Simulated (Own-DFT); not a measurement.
## Calculated data, Al$_{3}$GaN$_{4}$ (wurtzite random alloy, atoms displaced), Al$_{3}$GaAs$_{4}$ (zincblende random alloy, strained, atoms displaced)

All values are calculated (Own-DFT development build). A calculation, not a measurement: plane-wave PBE density functional theory by an unreviewed code, no spin, of a simulated periodic cell, stress positive in tension, free energy of the whole cell less one offset for each atom, forces on such cells passed a denser k mesh, this cell's mesh not checked; offsets are fitted by least squares, one for each functional and potential file, so energies compare only between cells with the same atoms and settings and are not formation energies; the far tail of each file's local potential was reset to the Coulomb form; each entry is a single point on an unrelaxed cell, so the pressure reflects the starting lattice, mostly measured values, from which strain is counted, and rises with the displacements; printed positions are rounded, which can move forces by about a meV/angstrom; the program is a retired in-house code; no spin-orbit coupling; before rounding, a Quantum ESPRESSO 7.3.1 run of the same cell and cutoff gave forces within 1 meV/angstrom rms on each cell, which checks the program and not the settings.

Common to all runs: functional PBE; potential files PseudoDojo norm-conserving, scalar-relativistic, standard set; wave cutoff 42 hartree; occupations Fermi-Dirac; smearing width 0.1 eV.

(1) Al$_{3}$GaN$_{4}$ (wurtzite random alloy, atoms displaced)

```
cell vectors (Å)
   9.3938     0.0000     0.0000
  -4.6969     8.1352     0.0000
   0.0000     0.0000    10.0655
atoms (fractions of the cell vectors)
Al  0.10134  0.21923  0.00607
Al  0.21539  0.08483  0.26296
N   0.09618  0.22206  0.19404
N   0.22397  0.12459  0.42510
Ga  0.11964  0.22924  0.51092
Ga  0.22568  0.10573  0.74850
N   0.12994  0.23224  0.68937
N   0.23348  0.11432  0.94222
Al  0.12435  0.55921  0.99606
Ga  0.22152  0.43844  0.24883
N   0.10103  0.54854  0.19272
N   0.24473  0.44189  0.44685
Al  0.10542  0.53715  0.49648
Al  0.21750  0.43972  0.73989
N   0.10606  0.54858  0.68192
N   0.21917  0.46079  0.94231
Ga  0.10528  0.88781  0.99698
Al  0.24107  0.79608  0.26137
N   0.11956  0.89345  0.20277
N   0.21296  0.77830  0.43604
Ga  0.11658  0.89837  0.50926
Al  0.23448  0.77905  0.75019
N   0.11266  0.87602  0.68190
N   0.22601  0.78135  0.93157
Al  0.44646  0.21877  0.00609
Al  0.55183  0.10627  0.24764
N   0.47426  0.22294  0.18335
N   0.56244  0.11766  0.44158
Al  0.45071  0.21531  0.50127
Al  0.55893  0.12387  0.73930
N   0.43815  0.23015  0.68423
N   0.57265  0.12227  0.92420
Ga  0.44521  0.55855  0.99920
Ga  0.55979  0.46894  0.25808
N   0.44346  0.56128  0.20762
N   0.55503  0.44446  0.45194
Al  0.44553  0.54462  0.50239
Al  0.54545  0.44963  0.75677
N   0.45819  0.55614  0.69195
N   0.55126  0.44385  0.94834
Al  0.44168  0.89929  0.99481
Al  0.55294  0.78358  0.25225
N   0.44782  0.88571  0.17953
N   0.55429  0.78659  0.43870
Al  0.44890  0.90355  0.49594
Al  0.54486  0.77430  0.76834
N   0.43490  0.87564  0.68681
N   0.55916  0.77424  0.93777
Al  0.78820  0.24216  0.00428
Al  0.88229  0.11627  0.25175
N   0.79191  0.21971  0.19779
N   0.90394  0.12462  0.43037
Al  0.77028  0.21932  0.48769
Al  0.90805  0.11910  0.75177
N   0.78413  0.22243  0.67680
N   0.89985  0.11696  0.93628
Al  0.78159  0.57177  0.01134
Ga  0.88896  0.44836  0.25753
N   0.76642  0.55512  0.19665
N   0.88505  0.43966  0.43537
Ga  0.76740  0.55332  0.48884
Al  0.91115  0.43937  0.75265
N   0.79456  0.58061  0.68844
N   0.90024  0.44863  0.94868
Al  0.75337  0.88301  0.98860
Al  0.89253  0.78205  0.24888
N   0.76927  0.89741  0.19924
N   0.87471  0.75234  0.43610
Al  0.77419  0.89394  0.50379
Al  0.91027  0.78699  0.75506
N   0.80564  0.89853  0.69514
N   0.89999  0.79329  0.93564
```

* k mesh: 4 x 4 x 3 centred on Gamma
* free energy of cell above offsets: -7.123 eV
* pressure: 10.7 GPa
* stress xx: -11.4 GPa
* stress yy: -8.79 GPa
* stress zz: -11.92 GPa
* stress yz: 0.09 GPa
* stress xz: -1.02 GPa
* stress xy: -0.98 GPa

Force:
```tsv
element	x (eV/Å)	y (eV/Å)	z (eV/Å)
Al	1.87	1.028	0.523
Al	-0.766	5.732	-4.135
N	2.807	-1.474	-1.391
N	2.168	-0.617	5.506
Ga	-0.661	-1.118	-3.007
Ga	-0.262	-0.498	1.051
N	-1.24	-1.562	2.163
N	-1.387	0.506	0.281
Al	-4.533	2.029	2.982
Ga	-1.339	0.129	0.877
N	1.918	2.951	-0.873
N	-4.13	0.78	-0.678
Al	-0.06	1.632	-0.829
Al	1.313	2.627	1.572
N	2.704	1.361	0.138
N	4.255	-3.738	-2.482
Ga	2.265	1.408	1.756
Al	-1.078	-3.032	-2.404
N	-0.483	-3.928	-2.64
N	2.437	-0.088	1.751
Ga	-1.449	-1.204	-4.131
Al	-2.42	-1.593	-1.05
N	1.324	1.49	3.928
N	0.383	-0.296	0.962
Al	0.669	0.887	-1.169
Al	3.276	0.104	0.212
N	-4.052	0.698	1.081
N	-1.562	-1.489	-1.263
Al	-2.581	2.038	-0.877
Al	1.103	-0.515	0.274
N	2.495	-0.136	0.08
N	-0.906	-0.7	1.673
Ga	-0.747	-1.39	1.624
Ga	0.925	-3.666	0.766
N	-1.1	1.548	-2.721
N	-1.239	-2.886	-1.611
Al	0.581	3.512	1.298
Al	4.765	-0.487	0.343
N	-4.307	1.775	-0.268
N	1.35	-0.009	-0.696
Al	0.873	0.33	-0.469
Al	0.85	-0.221	0.638
N	-1.064	0.927	0.749
N	-0.003	-0.4	0.842
Al	0.177	-3.199	0.907
Al	1.577	0.133	-5.746
N	1.898	2.617	-0.229
N	-4.211	-0.107	1.326
Al	0.727	-2.569	0.477
Al	3.743	-2.029	0.459
N	-5.702	1.37	-2.396
N	-1.446	-1.535	2.547
Al	3.474	1.392	1.171
Al	-1.448	-0.869	-0.815
N	0.016	-0.128	1.055
N	-2.162	-0.744	0.149
Al	0.602	-1.505	-1.793
Ga	-0.355	-0.524	-2.245
N	2.235	2.229	-1.687
N	0.722	-0.356	2.544
Ga	2.98	-1.857	4.296
Al	-5.062	-0.047	0.277
N	-0.005	-3.629	1.285
N	-0.959	1.876	-1.296
Al	5.789	4.215	2.683
Al	-1.054	0.154	1.029
N	1.591	-1.355	-2.186
N	-0.479	7.428	-1.627
Al	1.419	-0.299	-0.353
Al	-1.9	-1.325	-1.407
N	-2.231	0.347	-0.351
N	-2.899	-2.127	1.555
```

(2) Al$_{3}$GaAs$_{4}$ (zincblende random alloy, strained, atoms displaced)

```
cell vectors (Å)
  11.4200    -0.1755    -0.0027
  -0.1755    11.3884     0.1378
  -0.0027     0.1378    11.3310
atoms (fractions of the cell vectors)
Ga  0.99390  0.00035  0.99556
Ga  0.01814  0.25011  0.25107
Al  0.25245  0.00730  0.24437
Al  0.25421  0.25559  0.00071
As  0.12752  0.13201  0.12201
As  0.11902  0.37835  0.36364
As  0.37188  0.12489  0.37494
As  0.37224  0.37650  0.12500
Ga  0.99708  0.99482  0.50413
Al  0.00009  0.25040  0.74421
Al  0.25186  0.99727  0.75289
Ga  0.24882  0.25553  0.49392
As  0.13074  0.12928  0.62950
As  0.12850  0.36546  0.87662
As  0.37899  0.12713  0.87713
As  0.37801  0.37322  0.62663
Al  0.99992  0.50358  0.00702
Al  0.00101  0.75592  0.24768
Al  0.25767  0.49316  0.25394
Al  0.24874  0.75217  0.99895
As  0.12274  0.62647  0.11624
As  0.12432  0.87346  0.37919
As  0.37508  0.62918  0.37751
As  0.37033  0.87588  0.13161
Al  0.99767  0.50247  0.50191
Al  0.00288  0.75520  0.75577
Al  0.24962  0.49208  0.75749
Al  0.25157  0.75342  0.50168
As  0.12152  0.61150  0.62350
As  0.12681  0.87161  0.88106
As  0.36888  0.62221  0.87619
As  0.36890  0.86943  0.62621
Al  0.49314  0.00284  0.00581
Al  0.49808  0.24574  0.24656
Al  0.74122  0.99946  0.25259
Al  0.75127  0.24978  0.00411
As  0.62323  0.12057  0.12439
As  0.63075  0.37284  0.38058
As  0.87724  0.12387  0.37455
As  0.87401  0.37464  0.12630
Al  0.50403  0.00593  0.49846
Al  0.49520  0.25317  0.75006
Al  0.73914  0.99748  0.75023
Ga  0.74491  0.25112  0.49606
As  0.62613  0.12394  0.62444
As  0.61883  0.37286  0.88103
As  0.87248  0.12115  0.86517
As  0.87157  0.37719  0.62495
Ga  0.49255  0.49771  0.99847
Ga  0.49664  0.75685  0.25218
Al  0.75187  0.49856  0.24870
Al  0.74755  0.75003  0.00346
As  0.63019  0.62561  0.12157
As  0.61929  0.87819  0.37844
As  0.87523  0.62845  0.37379
As  0.87605  0.88111  0.12462
Ga  0.49597  0.50833  0.50240
Al  0.50125  0.74617  0.75077
Al  0.74884  0.50070  0.74955
Al  0.74738  0.75039  0.49426
As  0.62555  0.62536  0.62395
As  0.62375  0.88607  0.88204
As  0.87823  0.63503  0.87594
As  0.88094  0.86939  0.62736
```

* k mesh: 3 x 3 x 3 centred on Gamma
* free energy of cell above offsets: -18.443 eV
* pressure: 2.2 GPa
* stress xx: -1.95 GPa
* stress yy: -2.17 GPa
* stress zz: -2.48 GPa
* stress yz: 1.85 GPa
* stress xz: -0.26 GPa
* stress xy: -2.31 GPa

Force:
```tsv
element	x (eV/Å)	y (eV/Å)	z (eV/Å)
Ga	0.649	0.498	-0.168
Ga	-2.064	-0.941	-0.882
Al	-0.746	-0.475	0.571
Al	0.17	-0.673	-0.444
As	-0.107	-0.911	-0.337
As	0.716	0.897	2.178
As	0.175	0.173	0.204
As	0.43	-0.343	0.67
Ga	0.67	0.826	-0.311
Al	0.079	0.036	0.093
Al	0.078	0.265	-0.062
Ga	-0.029	-0.021	0.083
As	-0.412	-0.509	-0.418
As	-1.194	0.642	0.355
As	-0.789	-0.207	0.19
As	-0.734	0.509	-0.255
Al	-0.292	-0.616	-1.36
Al	0.217	-0.308	-0.212
Al	-0.35	1.279	-0.705
Al	0.62	-0.324	0.174
As	0.662	0.1	1.797
As	0.275	0.541	-0.489
As	-0.44	-0.201	-0.142
As	-0.174	-0.071	-0.561
Al	-0.4	-0.428	-0.913
Al	0.572	-0.713	-0.887
Al	-0.01	0.185	-0.99
Al	-0.806	-0.945	-0.163
As	0.902	1.344	0.966
As	-0.198	0.931	-0.261
As	0.268	0.503	0.056
As	1.044	0.852	0.403
Al	0.286	-0.254	-0.381
Al	0.551	0.473	0.248
Al	1.122	0.2	-0.274
Al	0.143	-0.27	-0.691
As	-0.103	0.496	0.32
As	-1.61	0.811	-1.006
As	-0.137	0.169	-0.012
As	0.349	-0.285	0.403
Al	-0.87	-0.428	0.329
Al	0.997	-0.451	-0.175
Al	1.322	-0.051	-0.781
Ga	1.298	-0.634	0.411
As	-0.548	0.479	0.403
As	0.477	0.159	-0.337
As	-0.258	0.574	0.585
As	-0.121	-0.297	0.114
Ga	0.769	0.59	-0.005
Ga	0.648	-0.683	-0.448
Al	0.095	0.126	0.117
Al	0.794	0.853	-0.807
As	-1.363	-0.465	0.899
As	0.136	-0.25	0.195
As	-0.174	-0.141	-0.102
As	-0.834	-0.424	0.65
Ga	0.542	-0.737	-0.246
Al	0.092	0.465	0.183
Al	0.207	0.117	0.488
Al	0.579	0.09	0.292
As	0.019	0.251	0.408
As	-0.91	-1.431	0.33
As	-0.778	-1.051	0.392
As	-1.504	0.105	0.318
```
